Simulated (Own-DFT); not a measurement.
# Computed records: Si7Ge (layered order of Si and Ge on the diamond lattice, atoms displaced), Si3Ge (diamond-structure random alloy, atoms displaced)

A calculation, not a measurement: plane-wave PBEsol density functional theory by an unreviewed code, no spin, of a simulated periodic cell, stress positive in tension, free energy of the whole cell less one offset for each atom, forces on such cells passed a denser k mesh, this cell's mesh not checked; offsets are fitted by least squares, one for each functional and potential file, so energies compare only between cells with the same atoms and settings and are not formation energies; the far tail of each file's local potential was reset to the Coulomb form; each entry is a single point on an unrelaxed cell, so the pressure reflects the starting lattice, mostly measured values, from which strain is counted, and rises with the displacements; printed positions are rounded, which can move forces by about a meV/angstrom; the program is a retired in-house code; no spin-orbit coupling. Program: Own-DFT development build.

Settings shared by all entries: functional PBEsol; potential files PseudoDojo norm-conserving, scalar-relativistic, made for PBE, standard set; wave cutoff 42 hartree; occupations Fermi-Dirac; smearing width 0.1 eV; hardware one NVIDIA H100; k mesh 3 x 3 x 3 centred on Gamma.

(1) Si7Ge (layered order of Si and Ge on the diamond lattice, atoms displaced)

```
Si7Ge
1.0
     10.9187     0.0000     0.0000
      0.0000    10.9187     0.0000
      0.0000     0.0000    10.9187
Ge Si Ge Si Ge Si Ge Si Ge Si Ge Si Ge Si Ge Si
1 2 1 12 1 2 1 12 1 2 1 12 1 2 1 12
Direct
  0.00190 0.99189 0.99545
  0.99199 0.25049 0.25324
  0.25239 0.99471 0.25373
  0.24291 0.25241 0.99797
  0.12479 0.12240 0.12428
  0.11886 0.37145 0.38054
  0.35914 0.13334 0.36756
  0.37821 0.38031 0.12649
  0.00346 0.99830 0.50248
  0.99740 0.24704 0.75090
  0.24778 0.99294 0.75662
  0.25489 0.24870 0.50026
  0.13036 0.12555 0.63535
  0.13465 0.37551 0.87836
  0.37043 0.13581 0.87495
  0.37984 0.38165 0.62868
  0.99619 0.50584 0.00229
  0.99751 0.74616 0.24488
  0.25073 0.49902 0.24509
  0.23746 0.75111 0.99413
  0.13659 0.62003 0.12123
  0.12634 0.88166 0.37486
  0.37182 0.62338 0.36904
  0.37353 0.87427 0.11630
  0.00168 0.49354 0.49957
  0.99399 0.75260 0.75110
  0.24834 0.50692 0.75628
  0.24790 0.75370 0.49456
  0.13510 0.61707 0.63458
  0.12249 0.87490 0.87569
  0.37507 0.62605 0.86856
  0.37921 0.87152 0.62581
  0.50655 0.99614 0.00016
  0.50210 0.25025 0.24671
  0.75142 0.98766 0.25501
  0.75409 0.25316 0.00654
  0.61903 0.11432 0.13099
  0.62359 0.36732 0.36608
  0.87177 0.12263 0.37962
  0.86962 0.38353 0.12406
  0.50649 0.00243 0.49550
  0.50577 0.26113 0.75106
  0.75191 0.99559 0.75317
  0.74590 0.23884 0.50300
  0.62334 0.13162 0.62686
  0.63331 0.37513 0.87555
  0.87982 0.11655 0.87823
  0.86951 0.38255 0.62858
  0.50044 0.49782 0.00691
  0.50440 0.74965 0.25456
  0.74393 0.50451 0.25168
  0.73687 0.74784 0.00125
  0.62815 0.62118 0.11651
  0.62271 0.87513 0.37272
  0.87755 0.62009 0.38168
  0.87540 0.86774 0.11437
  0.49861 0.50078 0.49635
  0.50819 0.76324 0.74927
  0.74540 0.50345 0.75081
  0.74127 0.75917 0.50489
  0.62196 0.61471 0.62185
  0.61923 0.88846 0.87294
  0.87306 0.63345 0.86637
  0.87192 0.86488 0.61248
```

```
free energy of cell above offsets : -1.980 eV
pressure                          : 1.3 GPa
stress xx                         : -1.29 GPa
stress yy                         : -1.22 GPa
stress zz                         : -1.39 GPa
stress yz                         : 0.38 GPa
stress xz                         : -0.04 GPa
stress xy                         : -0.68 GPa
wall time                         : 325.1 s
```

Force:
| element | x (eV/Å) | y (eV/Å) | z (eV/Å) |
| --- | --- | --- | --- |
| Ge | -0.016 | 0.867 | 1.065 |
| Si | 0.255 | -0.069 | -0.621 |
| Si | -0.109 | 0.483 | -1.431 |
| Ge | 1.259 | -0.316 | 1.572 |
| Si | -0.477 | -0.151 | 0.929 |
| Si | 1.008 | -0.317 | -0.955 |
| Si | 2.386 | -0.807 | 0.144 |
| Si | -0.624 | -1.427 | 0.258 |
| Si | -0.14 | 0.682 | 0.268 |
| Si | 0.251 | 0.8 | 0.322 |
| Si | 1.083 | 0.742 | -0.507 |
| Si | -0.884 | 0.855 | 1.259 |
| Si | -0.34 | -0.289 | -0.9 |
| Si | -2.418 | 0.769 | -1.136 |
| Si | 0.996 | -1.13 | -0.465 |
| Si | -0.677 | -0.061 | -0.303 |
| Ge | 0.471 | -0.147 | -0.917 |
| Si | 0.763 | -0.183 | 0.431 |
| Si | -0.204 | -0.692 | 1.112 |
| Ge | 1.908 | -0.508 | 0.11 |
| Si | -1.753 | 0.544 | 0.783 |
| Si | -0.964 | -1.101 | -0.299 |
| Si | 0.188 | 0.418 | 0.504 |
| Si | 0.105 | -0.545 | 1.188 |
| Si | -0.015 | 0.865 | 1.254 |
| Si | 1.182 | -0.013 | -1.147 |
| Si | 1.294 | -1.82 | 0.106 |
| Si | 0.373 | -0.752 | 0.819 |
| Si | -2.052 | 1.793 | -1.905 |
| Si | -0.489 | -0.351 | -1.32 |
| Si | 0.974 | 1.058 | 0.728 |
| Si | -0.478 | 0.841 | -0.814 |
| Ge | -2.226 | 1.596 | 0.088 |
| Si | -1.25 | -0.598 | -0.222 |
| Si | 0.667 | 0.901 | -0.945 |
| Ge | -0.48 | -1.507 | -0.355 |
| Si | 1.449 | 0.806 | 0.407 |
| Si | 0.466 | 0.591 | 1.413 |
| Si | 0.326 | -0.611 | -0.297 |
| Si | 0.545 | -0.166 | 1.304 |
| Si | -1.483 | 0.714 | 0.329 |
| Si | -0.628 | -0.715 | 0.129 |
| Si | 0.426 | 0.691 | -1.163 |
| Si | 0.613 | 1.967 | -0.421 |
| Si | -0.266 | -1.374 | 0.732 |
| Si | -0.55 | 0.198 | 0.423 |
| Si | -0.708 | 1.015 | -0.504 |
| Si | 0.224 | -1.376 | -0.478 |
| Ge | -0.104 | 0.301 | -1.894 |
| Si | -0.748 | -0.502 | -1.531 |
| Si | 0.638 | -0.286 | 0.113 |
| Ge | 1.152 | 1.062 | -1.76 |
| Si | -0.998 | 0.192 | 2.367 |
| Si | 0.023 | -0.122 | 0.495 |
| Si | -0.686 | 1.052 | -0.38 |
| Si | -0.423 | 0.036 | 1.298 |
| Si | -0.21 | -0.587 | -0.75 |
| Si | -0.581 | -2.069 | -0.216 |
| Si | 0.574 | 0.104 | 0.112 |
| Si | -0.426 | -2.504 | -1.201 |
| Si | 0.058 | 1.822 | 0.308 |
| Si | 1.447 | -1.637 | -0.375 |
| Si | -0.715 | -0.725 | 1.051 |
| Si | 1.019 | 1.693 | 1.79 |

(2) Si3Ge (diamond-structure random alloy, atoms displaced)

```
Si3Ge
1.0
     10.9755     0.0000     0.0000
      0.0000    10.9755     0.0000
      0.0000     0.0000    10.9755
Si Ge Si Ge Si Ge Si Ge Si Ge Si Ge Si Ge Si Ge Si Ge Si Ge Si Ge Si Ge Si Ge Si Ge Si
8 1 2 1 2 1 1 1 3 2 6 1 2 1 4 1 1 1 4 1 1 1 5 2 2 1 6 1 1
Direct
  0.00087 0.00830 0.98955
  0.99721 0.25705 0.25962
  0.25190 0.00274 0.25141
  0.24430 0.25539 0.00308
  0.11979 0.12040 0.12807
  0.12040 0.36660 0.38031
  0.36168 0.12220 0.38266
  0.38302 0.37864 0.12445
  0.00282 0.99819 0.50379
  0.00085 0.23741 0.74955
  0.25051 0.01021 0.74369
  0.24904 0.25305 0.50842
  0.12419 0.11171 0.62701
  0.12072 0.37647 0.86599
  0.38355 0.13142 0.87650
  0.37299 0.38426 0.61624
  0.00436 0.49709 0.00979
  0.00130 0.74390 0.25169
  0.25831 0.50341 0.24143
  0.25040 0.74735 0.99348
  0.12788 0.63009 0.13129
  0.12797 0.87741 0.38075
  0.36296 0.63411 0.37165
  0.37893 0.87820 0.12551
  0.01314 0.49149 0.50133
  0.98455 0.75074 0.74703
  0.25305 0.49939 0.74841
  0.25153 0.74798 0.48985
  0.12122 0.61785 0.62594
  0.12620 0.87345 0.88034
  0.37661 0.62997 0.87592
  0.38493 0.86789 0.62946
  0.50496 0.99541 0.99208
  0.49840 0.24821 0.24833
  0.75051 0.00169 0.24959
  0.75258 0.24029 0.00398
  0.62736 0.12294 0.12278
  0.62192 0.38039 0.36907
  0.86782 0.13179 0.37791
  0.87580 0.37038 0.13148
  0.48878 0.00912 0.50077
  0.49914 0.24651 0.75382
  0.75336 0.00169 0.74883
  0.74337 0.25345 0.50005
  0.62562 0.13093 0.61881
  0.62818 0.37308 0.87190
  0.87755 0.13444 0.88207
  0.87078 0.37834 0.63056
  0.50410 0.49869 0.99669
  0.48969 0.74919 0.25047
  0.75530 0.51220 0.24482
  0.74601 0.75730 0.00289
  0.62485 0.62132 0.12525
  0.63662 0.86208 0.37585
  0.87556 0.61792 0.38539
  0.87599 0.87302 0.12590
  0.49403 0.50185 0.49558
  0.50191 0.74694 0.74005
  0.73944 0.49778 0.74101
  0.74735 0.74654 0.49752
  0.62926 0.62792 0.63162
  0.63092 0.86439 0.87559
  0.86993 0.62318 0.87170
  0.87619 0.86853 0.63389
```

```
free energy of cell above offsets : -0.713 eV
pressure                          : 1.31 GPa
stress xx                         : -1.31 GPa
stress yy                         : -1.26 GPa
stress zz                         : -1.36 GPa
stress yz                         : 0.48 GPa
stress xz                         : -0.38 GPa
stress xy                         : 1.38 GPa
wall time                         : 402.9 s
```

Force:
| element | x (eV/Å) | y (eV/Å) | z (eV/Å) |
| --- | --- | --- | --- |
| Si | 0.201 | -1.211 | 1.304 |
| Si | 0.098 | -1.34 | -1.03 |
| Si | -0.425 | -0.439 | -0.567 |
| Si | 0.233 | -0.038 | -0.013 |
| Si | 0.181 | 0.998 | 0.106 |
| Si | 1.712 | 0.996 | -1.019 |
| Si | 0.983 | 0.957 | -1.087 |
| Si | -0.577 | -0.531 | -0.469 |
| Ge | -1.542 | -0.243 | -0.12 |
| Si | -0.179 | 1.413 | -0.341 |
| Si | 1.11 | -2.151 | 1.856 |
| Ge | -0.784 | -0.661 | -0.062 |
| Si | -0.199 | 1.967 | -0.341 |
| Si | 0.479 | -0.48 | 0.553 |
| Ge | -1.738 | -0.757 | 0.719 |
| Si | 0.749 | -0.769 | 1.596 |
| Ge | -0.523 | -0.108 | -1.089 |
| Si | -0.722 | 0.753 | 1.191 |
| Si | -0.711 | -0.889 | 1.277 |
| Si | 0.226 | 0.823 | 1.208 |
| Ge | 0.513 | -0.325 | -0.818 |
| Ge | -0.171 | -0.371 | -1.419 |
| Si | 1.515 | -1.78 | -0.448 |
| Si | -0.53 | 0.084 | -0.664 |
| Si | -2.223 | 0.032 | 0.204 |
| Si | 2.759 | -0.984 | 1.43 |
| Si | 0.036 | 0.202 | 0.542 |
| Si | -0.731 | 0.536 | 2.555 |
| Ge | 0.624 | 1.57 | 0.2 |
| Si | -0.374 | 0.586 | -1.684 |
| Si | 0.432 | -0.882 | -0.727 |
| Ge | -2.009 | 1.511 | -1.449 |
| Si | 0.004 | -0.317 | 0.397 |
| Si | -0.273 | -0.109 | 0.703 |
| Si | 0.072 | -0.828 | 0.526 |
| Si | 0.084 | 1.954 | 0.116 |
| Ge | -0.952 | -0.546 | 0.316 |
| Si | 0.096 | 0.236 | -0.317 |
| Ge | 0.73 | -0.889 | -0.218 |
| Si | -0.558 | 0.375 | -0.331 |
| Si | 1.919 | -1.339 | -0.038 |
| Si | 0.602 | 1.325 | -1.94 |
| Si | -0.367 | 0.191 | 0.416 |
| Ge | 0.184 | 1.401 | 0.064 |
| Si | -0.935 | -1.104 | 1.18 |
| Ge | -0.096 | -0.526 | 0.486 |
| Si | -0.425 | -1.196 | -1.304 |
| Si | 1.085 | -0.797 | -0.692 |
| Si | -0.359 | 0.186 | -0.163 |
| Si | 1.415 | 0.142 | 0.101 |
| Si | 0.118 | -1.658 | 1.004 |
| Ge | 0.681 | -1.522 | 0.233 |
| Ge | -0.946 | 0.921 | -0.084 |
| Si | -2.287 | 2.057 | -1.053 |
| Si | 0.804 | 0.187 | -0.518 |
| Ge | 0.921 | 1.03 | 0.11 |
| Si | 0.703 | 1.123 | -0.375 |
| Si | 0.771 | -0.457 | 2.49 |
| Si | 1.317 | 0.016 | 1.176 |
| Si | 1.313 | -0.432 | 1.553 |
| Si | -1.003 | -0.456 | -2.078 |
| Si | -1.23 | 1.654 | -1.7 |
| Ge | -0.323 | -0.594 | 0.61 |
| Si | -1.477 | 1.502 | -2.067 |
